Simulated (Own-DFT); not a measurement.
# Strain and stress in wurtzite AlGaN with randomly placed atoms, 72 atoms (Al9Ga27N36)

These are calculations, not measurements. The program, named Own-DFT, is a retired in-house plane-wave density functional code that no person has reviewed. Each row is one single-point run on a periodic cell that was not relaxed, without spin or spin-orbit coupling.

Settings of every run: PBE; PseudoDojo norm-conserving scalar-relativistic files (stringent for Ga); cutoff 96 hartree; 4 x 4 x 3 k mesh centred on Gamma; Gaussian smearing of 0.01 eV.

Known limits: forces on such cells passed a denser k mesh, each cell not checked; stress not checked against mesh or cutoff.

Unstrained cell vectors in Å: (9.509, 0.000, 0.000); (-4.755, 8.235, 0.000); (0.000, 0.000, 10.269). The unstrained cell has measured lattice constants (interpolated for alloys), not those of this functional. That, the random moves and any unrelaxed bonds set the pressure at no strain. Each run strains this cell uniformly, with the atoms carried along. Every atom was also moved at random, by a Gaussian of width 0.05 Å on each axis. The random placing of the alloy's atoms differs from row to row. Strain is the symmetric tensor, in per cent. Stress is positive in tension, and the pressure is minus a third of its trace.

```
run,e_xx (%),e_yy (%),e_zz (%),s_xx (GPa),s_yy (GPa),s_zz (GPa),P (GPa),E (meV/atom)
1,0.00,0.00,0.25,-5.84,-5.51,-6.95,6.10,4.3
2,0.00,0.00,-1.00,-10.18,-6.10,-11.79,9.35,39.9
3,0.00,0.00,2.25,-6.53,-4.53,2.17,2.96,22.3
4,0.00,0.00,2.75,-4.39,-5.34,5.00,1.58,0.0
5,0.00,0.00,1.25,-5.30,-6.59,-2.84,4.91,28.8
6,0.00,0.00,-1.25,-8.26,-7.65,-13.24,9.72,37.9
7,0.00,0.00,0.75,-6.74,-7.09,-3.97,5.93,27.0
8,0.00,0.00,-0.75,-5.39,-9.50,-11.87,8.92,31.6
9,0.00,0.00,1.00,?,?,?,?,?
```

E is the free energy for each atom above the lowest run shown.

## Worked fit

The change of volume is close to e_xx + e_yy + e_zz. A straight line through the runs shown gives P = 7.25 - 200 x (fractional change of volume) GPa, with an error of 8 on the slope and a scatter of 0.31 GPa. The strain isn't the same on all axes and the cell isn't cubic, so the slope belongs to this path and is not the bulk modulus.

## Withheld run

Question: what pressure should run 9 give? Its volume changes by 1.00 %.

The line gives 5.2 GPa. The calculation gave 5.00 GPa.
